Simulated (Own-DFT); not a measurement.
## Calculated data, Al3GaN4 (wurtzite random alloy, strained, atoms displaced), Al3Ga5N8 (wurtzite random alloy, atoms displaced)

A calculation, not a measurement: plane-wave PBE density functional theory by an unreviewed code, no spin, of a simulated periodic cell, stress positive in tension, free energy of the whole cell less one offset for each atom, forces on such cells passed a denser k mesh, this cell's mesh not checked; offsets are fitted by least squares, one for each functional and potential file, so energies compare only between cells with the same atoms and settings and are not formation energies; the far tail of each file's local potential was reset to the Coulomb form; each entry is a single point on an unrelaxed cell, so the pressure reflects the starting lattice, mostly measured values, from which strain is counted, and rises with the displacements; printed positions are rounded, which can move forces by about a meV/angstrom; the program is a retired in-house code; no spin-orbit coupling. Program: Own-DFT development build.

Common to all runs: functional PBE.

(1) Al3GaN4 (wurtzite random alloy, strained, atoms displaced)

```
Al3GaN4
1.0
      9.2294     0.0000     0.0000
     -4.6147     7.9929     0.0000
      0.0000     0.0000    10.0655
Ga Al N Al N Al N Al N Al N Al N Ga Al N Al Ga N Al N Al N Al Ga N Al N Al Ga N Ga N Al N Al N Al N Ga N
1 1 2 2 2 2 2 2 2 2 2 2 2 1 1 2 1 1 2 2 2 2 2 1 1 2 2 2 1 1 2 2 2 2 2 2 2 2 2 2 2
Direct
  0.11534 0.21963 0.00211
  0.22125 0.10781 0.24601
  0.10312 0.21722 0.19378
  0.22094 0.11355 0.43484
  0.11640 0.22624 0.49932
  0.22210 0.10976 0.75261
  0.11324 0.21779 0.69732
  0.21912 0.10444 0.94112
  0.10833 0.55494 0.01014
  0.23580 0.44525 0.25869
  0.10214 0.54994 0.20109
  0.21726 0.45096 0.44282
  0.10369 0.55320 0.50652
  0.21355 0.43794 0.75502
  0.10521 0.55093 0.68300
  0.22715 0.44785 0.93827
  0.10771 0.89641 0.99484
  0.22111 0.78159 0.24220
  0.10911 0.88532 0.19492
  0.22674 0.78005 0.44218
  0.11334 0.88813 0.50258
  0.21875 0.78041 0.73683
  0.11165 0.89162 0.69087
  0.22686 0.78043 0.93935
  0.43982 0.21696 0.00282
  0.55882 0.10961 0.25102
  0.45149 0.23169 0.18648
  0.55110 0.10901 0.43894
  0.44326 0.22130 0.50187
  0.56528 0.11149 0.74826
  0.43256 0.21044 0.68702
  0.54664 0.10414 0.93136
  0.44339 0.55129 0.00576
  0.55730 0.44780 0.25048
  0.44778 0.56008 0.19913
  0.55523 0.44931 0.44232
  0.44521 0.54943 0.50076
  0.55690 0.44267 0.74738
  0.44512 0.56242 0.69033
  0.56184 0.44135 0.94452
  0.43222 0.88855 0.99143
  0.55382 0.77103 0.25078
  0.44900 0.88826 0.19302
  0.54887 0.77152 0.43758
  0.44665 0.89199 0.50658
  0.55637 0.78015 0.75116
  0.43348 0.88245 0.69703
  0.56111 0.78340 0.93402
  0.78341 0.21753 0.99916
  0.89469 0.10752 0.24972
  0.78048 0.22143 0.19405
  0.89268 0.11474 0.44388
  0.77727 0.22091 0.50323
  0.88484 0.10607 0.74693
  0.77409 0.22062 0.68442
  0.88950 0.10359 0.94543
  0.77712 0.55728 0.00439
  0.89133 0.44393 0.24551
  0.78942 0.56546 0.18405
  0.89494 0.44710 0.43660
  0.77950 0.55091 0.50113
  0.88890 0.44294 0.75061
  0.77965 0.56067 0.69225
  0.89161 0.44154 0.93896
  0.77658 0.88296 0.00630
  0.88841 0.77668 0.24818
  0.77512 0.87510 0.19491
  0.86856 0.77080 0.44411
  0.78048 0.88272 0.49771
  0.88355 0.78078 0.73578
  0.78421 0.89338 0.68521
  0.89337 0.77516 0.92941
```

| Item | Value |
| --- | --- |
| potential files | PseudoDojo norm-conserving, scalar-relativistic, standard set with the stringent files for Ga |
| wave cutoff | 96 hartree |
| occupations | Gaussian |
| smearing width | 0.01 eV |
| k mesh | 4 x 4 x 3 centred on Gamma |
| free energy of cell above offsets | -20.924 eV |
| pressure | 14.39 GPa |
| stress xx | -17.67 GPa |
| stress yy | -16.53 GPa |
| stress zz | -8.98 GPa |
| stress yz | -0.48 GPa |
| stress xz | 0.67 GPa |
| stress xy | -0.45 GPa |

Force:
```
element  x (eV/Å)  y (eV/Å)  z (eV/Å)
     Ga     -1.07      0.82     0.118
     Al      0.27     0.608     0.794
      N     3.851     2.248    -0.636
      N     0.417    -0.383     0.307
     Al    -0.567    -0.041     0.633
     Al    -0.117    -0.426     0.209
      N    -0.154     0.963    -1.401
      N     0.134     0.964    -1.174
     Al     0.501     0.391    -0.814
     Al    -3.068    -0.578    -0.036
      N     3.087      1.36    -1.877
      N      1.78     -1.05     0.129
     Al     1.022     1.131    -2.155
     Al     0.862     1.295    -0.991
      N     0.164     0.128     2.213
      N    -0.583     0.209     1.109
     Al     1.137    -3.111      0.83
     Al     1.548    -1.048     1.906
      N    -0.689     1.113    -1.637
      N    -0.947     -0.22    -0.145
     Al    -0.702     0.189    -0.949
     Al    -0.295    -1.676      2.26
      N     0.242     0.453    -1.177
      N    -3.017    -1.691    -0.616
     Ga      1.07     0.465    -0.847
     Al    -0.293     0.104     0.007
      N    -0.284    -1.349     2.043
      N    -0.253     0.168     0.015
     Al    -0.318    -0.052    -0.623
     Ga    -2.768    -0.914     0.212
      N     0.867     2.068     0.015
      N     1.843     0.955     1.998
     Al     0.513     1.133    -1.034
     Al     1.267     0.313     0.392
      N     0.407    -3.287    -2.618
      N     1.464    -1.649     -0.77
     Al    -1.972     1.572     0.881
     Al    -0.939    -0.031     0.658
      N     0.363    -1.573     0.065
      N    -1.534     0.871    -1.137
     Al     3.427     0.307     1.491
     Ga    -0.586     2.536     1.257
      N    -1.827     0.597    -1.833
      N    -0.402     0.451     1.716
     Al     0.197    -1.089    -0.793
     Al     0.111    -0.238    -0.341
      N     2.204     0.514    -1.757
      N    -0.406    -0.894     1.676
     Al    -1.485     0.008     0.583
     Ga    -2.565     -1.14     1.522
      N    -0.833    -0.011    -1.377
      N     0.898    -0.324    -0.282
     Ga    -0.123     0.296    -2.068
     Ga     0.528     1.065     1.312
      N     1.429     1.736     1.494
      N    -0.716    -0.097    -0.451
     Al      1.27     0.101    -1.723
     Al    -1.406    -0.709     1.354
      N    -0.871    -1.756     1.306
      N    -1.621     0.055    -0.203
     Al    -0.478     0.128    -0.025
     Al     -0.41     0.501     0.386
      N     0.428    -2.972    -1.286
      N    -0.333    -0.227     0.236
     Al     0.192    -0.326    -0.941
     Al     0.804    -0.279     1.699
      N     0.091     1.469    -1.674
      N     6.517    -1.942    -2.295
     Ga    -4.482     2.585     0.606
     Ga     1.759    -0.273     2.441
      N    -3.372    -0.677     -0.02
      N    -1.179     0.167     1.834
```

(2) Al3Ga5N8 (wurtzite random alloy, atoms displaced)

```
Al3Ga5N8
1.0
     12.6405     0.0000     0.0000
     -6.3203    10.9470     0.0000
      0.0000     0.0000    10.2177
Ga N Al Ga N Al Ga N Al Ga N Al N Ga N Al N Al Ga N Al N Al N Ga N Ga N Al Ga N Al N Ga N Ga N Ga N Ga N Ga N Ga Al N Ga N Ga N Al N Ga Al N Al Ga N Ga Al N Ga N Ga N Ga Al N Ga Al N Al Ga N Ga N
2 2 1 1 2 1 1 2 1 1 2 2 2 2 2 2 2 1 1 2 2 2 2 2 2 2 2 2 1 1 2 2 2 2 2 2 2 2 2 2 2 2 2 1 1 2 2 2 2 2 2 2 1 1 2 1 1 2 1 1 2 2 2 2 2 1 1 2 1 1 2 1 1 2 2 2
Direct
  0.08187 0.16314 0.99795
  0.16724 0.08504 0.25558
  0.08229 0.16584 0.18629
  0.16255 0.07628 0.43821
  0.08478 0.16772 0.50167
  0.16761 0.08021 0.74854
  0.08599 0.16436 0.69119
  0.17199 0.08294 0.94167
  0.08325 0.41665 0.99995
  0.16445 0.33193 0.24629
  0.08367 0.41525 0.18683
  0.16840 0.33378 0.44429
  0.08427 0.41684 0.49816
  0.16557 0.33237 0.75255
  0.07620 0.41379 0.68895
  0.16442 0.33167 0.93675
  0.08610 0.66921 0.00292
  0.16584 0.58276 0.24673
  0.08504 0.66786 0.18592
  0.16938 0.58219 0.43719
  0.08043 0.66486 0.49604
  0.16572 0.58287 0.74580
  0.08520 0.66865 0.69213
  0.16367 0.57482 0.94480
  0.08020 0.91330 0.00044
  0.16468 0.83306 0.25403
  0.08317 0.91494 0.18746
  0.16375 0.83375 0.44076
  0.07678 0.91768 0.49988
  0.16890 0.83492 0.75584
  0.08495 0.91823 0.68948
  0.16950 0.83770 0.94209
  0.33012 0.16499 0.00068
  0.41711 0.08141 0.25074
  0.33499 0.16751 0.19045
  0.41170 0.08414 0.44276
  0.33228 0.16500 0.49839
  0.41431 0.08147 0.74924
  0.33560 0.16863 0.69301
  0.41671 0.08324 0.93814
  0.33584 0.41748 0.99878
  0.41648 0.33294 0.25151
  0.33639 0.41773 0.18983
  0.41565 0.33458 0.43648
  0.33371 0.41011 0.49708
  0.41750 0.32776 0.75100
  0.33434 0.41577 0.68938
  0.41583 0.33638 0.93910
  0.33516 0.66721 0.00078
  0.40953 0.57966 0.25141
  0.33070 0.66374 0.19309
  0.41135 0.58149 0.43246
  0.33224 0.66353 0.49909
  0.41315 0.58003 0.74983
  0.32894 0.66570 0.68649
  0.41652 0.58335 0.93732
  0.33746 0.92417 0.99729
  0.41472 0.83513 0.24938
  0.33395 0.91949 0.18596
  0.41731 0.83559 0.43650
  0.33342 0.91927 0.50262
  0.41873 0.83438 0.75370
  0.33451 0.91874 0.69024
  0.42099 0.83492 0.94412
  0.58082 0.16857 0.00055
  0.66181 0.08130 0.24847
  0.58266 0.16577 0.19470
  0.66418 0.07921 0.44348
  0.58342 0.16625 0.50188
  0.66400 0.07998 0.75189
  0.58405 0.16611 0.68941
  0.66816 0.08484 0.94049
  0.57965 0.41650 0.99489
  0.66622 0.33331 0.25168
  0.58349 0.41702 0.18893
  0.66198 0.33289 0.44305
  0.58334 0.41491 0.49719
  0.66365 0.33131 0.74869
  0.58163 0.41575 0.69590
  0.66484 0.32833 0.93315
  0.57972 0.66510 0.99840
  0.66660 0.58549 0.24633
  0.57709 0.66477 0.19083
  0.66833 0.58729 0.43926
  0.58310 0.66447 0.49304
  0.67102 0.58760 0.75002
  0.58791 0.66566 0.69285
  0.66752 0.58604 0.94009
  0.58555 0.91964 0.99883
  0.66962 0.83478 0.25068
  0.58024 0.91498 0.18966
  0.66498 0.83106 0.43909
  0.58590 0.91642 0.49690
  0.66697 0.83711 0.75276
  0.57992 0.91735 0.69150
  0.66711 0.83638 0.94180
  0.83067 0.16389 0.00280
  0.91643 0.08587 0.24402
  0.83803 0.16967 0.19305
  0.91750 0.08413 0.44122
  0.83392 0.16476 0.50138
  0.91574 0.08346 0.75347
  0.83132 0.16735 0.68889
  0.91681 0.07850 0.94125
  0.83017 0.41299 0.00050
  0.91465 0.33437 0.24800
  0.83449 0.42080 0.18866
  0.91952 0.33697 0.43727
  0.82969 0.41813 0.50523
  0.91660 0.33641 0.75636
  0.83321 0.41441 0.68651
  0.91774 0.33597 0.93805
  0.83313 0.67112 0.99567
  0.91727 0.58685 0.25135
  0.83382 0.66769 0.18463
  0.91214 0.58052 0.43797
  0.83066 0.67078 0.50596
  0.91559 0.57922 0.75705
  0.83119 0.66228 0.68689
  0.91681 0.57958 0.93943
  0.83412 0.91878 0.00095
  0.91679 0.83188 0.25052
  0.83133 0.91951 0.18711
  0.92143 0.83522 0.44009
  0.83682 0.92062 0.50107
  0.91140 0.82973 0.74831
  0.83408 0.92080 0.69304
  0.91360 0.82536 0.94520
```

| Quantity | Value |
| --- | --- |
| potential files | PseudoDojo norm-conserving, scalar-relativistic, standard set |
| wave cutoff | 42 hartree |
| occupations | Fermi-Dirac |
| smearing width | 0.05 eV |
| k mesh | 3 x 3 x 3 centred on Gamma |
| free energy of cell above offsets | -3.330 eV |
| pressure | 6.07 GPa |
| stress xx | -5.44 GPa |
| stress yy | -6.43 GPa |
| stress zz | -6.34 GPa |
| stress yz | 0.14 GPa |
| stress xz | -0.14 GPa |
| stress xy | -0.02 GPa |

Force:
```
element  x (eV/Å)  y (eV/Å)  z (eV/Å)
     Ga     0.712     0.575    -0.097
     Ga     0.097    -0.501    -1.482
      N      0.44    -0.057     0.389
      N     -0.12     1.603     1.764
     Al    -0.133    -0.165     0.103
     Ga    -0.175     0.638     0.742
      N    -1.519    -0.319    -0.693
      N     -0.63    -1.114     0.092
     Al     0.113    -0.816     0.082
     Ga     0.522     0.269     0.692
      N    -0.432     0.988    -0.388
      N    -1.086    -1.046    -0.548
     Al    -0.294    -0.043     0.285
     Ga     0.013     0.221    -0.983
      N     1.302     0.379    -1.154
      N    -0.381     0.366      1.27
     Al      0.11    -0.646     -0.82
     Al     0.032     -0.19     0.255
      N    -0.385     0.024     1.064
      N    -0.209    -0.328    -0.313
     Ga     0.405     0.042     0.711
     Ga     -0.24    -0.529     1.015
      N    -1.426    -0.617    -0.105
      N     0.012     2.251    -0.147
     Al     0.385     0.577     0.135
     Al     0.466     0.219    -0.635
      N     0.411     0.044    -0.141
      N    -0.626     0.464    -0.578
     Al     2.137      -0.4     0.656
     Ga    -0.239    -0.294    -0.871
      N    -0.583    -1.067      -0.9
      N    -0.699    -1.118     0.635
     Al     0.756     0.719     0.329
     Al    -0.672     0.262     0.312
      N     0.616    -0.772    -0.641
      N     0.451       0.5    -1.245
     Al    -0.553     0.356     0.487
     Al     0.612     0.571    -0.069
      N     0.684    -1.692     -1.74
      N    -1.041     1.532    -0.899
     Ga    -1.143    -0.051     0.335
     Ga     0.234     0.204    -0.773
      N    -0.707    -0.864    -0.448
      N     1.201     -1.85     0.755
     Ga    -1.141     1.662      1.02
     Ga    -1.053     1.542     0.167
      N     -0.06     0.525      0.17
      N     0.434    -2.085     0.311
     Al    -0.473    -0.365     0.301
     Ga     0.649     0.525    -0.678
      N    -1.051     0.413    -1.573
      N     0.302     0.174     2.261
     Al    -0.222     0.811    -0.338
     Al     0.569     0.445    -0.473
      N     1.852     -0.05    -0.218
      N    -1.158     0.413    -0.623
     Ga     0.243    -1.557     0.679
     Ga     0.121    -0.617      -0.1
      N    -1.027     0.153     1.129
      N    -0.125     -1.09     1.059
     Ga     0.036    -0.891    -0.313
     Ga    -0.773    -0.643    -0.187
      N      0.07     0.461     0.705
      N    -0.076    -0.568     0.108
     Ga     0.643    -0.483     0.295
     Ga     1.235     -0.08     0.723
      N    -1.072     0.019    -0.544
      N     0.094     1.179    -0.932
     Ga      -0.2     -0.43    -0.016
     Ga     0.132     0.993     -0.22
      N     -1.26     0.215     0.839
      N     0.356    -0.437     0.955
     Ga     1.052     0.238     0.602
     Ga     0.074     0.457    -0.024
      N     0.076     -0.09    -0.299
      N     1.132    -0.407    -0.684
     Ga    -1.048     1.015     1.152
     Al     0.529     0.072    -0.332
      N     1.323     0.001    -0.959
      N    -0.532     0.966    -0.054
     Ga     0.317     0.625      0.51
     Ga    -0.026    -0.148     0.111
      N     0.652     1.312    -0.022
      N      0.43    -1.087    -0.493
     Ga    -1.211    -0.044     1.265
     Ga    -0.622    -1.353     0.454
      N    -2.377     1.242    -0.375
      N    -0.076     -0.46    -0.147
     Al    -0.006    -0.274     0.689
     Al    -1.009      -0.5    -0.378
      N     1.375    -0.102    -0.825
      N     0.919      0.58    -0.914
     Ga    -0.897    -0.693     0.689
     Al     0.009    -0.798     -0.26
      N     1.743    -0.876    -0.321
      N     0.318     0.609     -0.57
     Al     0.477     0.778    -0.291
     Ga     0.663    -0.464      1.32
      N    -1.669    -0.482    -1.778
      N     1.134     0.534    -0.474
     Ga    -0.526     1.005    -0.226
     Al     0.223     0.658    -0.484
      N     1.193    -0.614     1.051
      N     -1.47      0.37    -0.571
     Ga    -0.135     0.433     0.038
     Ga     0.365      0.58     0.583
      N    -0.307     0.334     0.452
      N      0.03    -0.223     0.569
     Ga     0.974    -0.502    -1.203
     Ga     -0.15    -0.943    -1.206
      N    -1.549     0.851     1.934
      N     0.838    -1.469     1.886
     Ga     0.724    -3.013     1.105
     Al     0.047    -0.328    -0.526
      N     0.592    -0.453     0.938
      N    -0.296     0.868    -0.709
     Ga     0.975    -0.601    -1.459
     Al     0.322      0.35    -1.171
      N      1.58     0.275     1.449
      N     0.256      1.12    -0.128
     Al     0.017    -1.182    -0.029
     Ga    -0.339     0.446    -0.395
      N     0.141     -0.91    -0.139
      N    -1.042    -0.082     0.134
     Ga    -0.426    -0.649    -0.008
     Ga     0.751     0.543       0.6
      N    -0.678    -0.262     0.226
      N    -0.322     4.186    -1.247
```
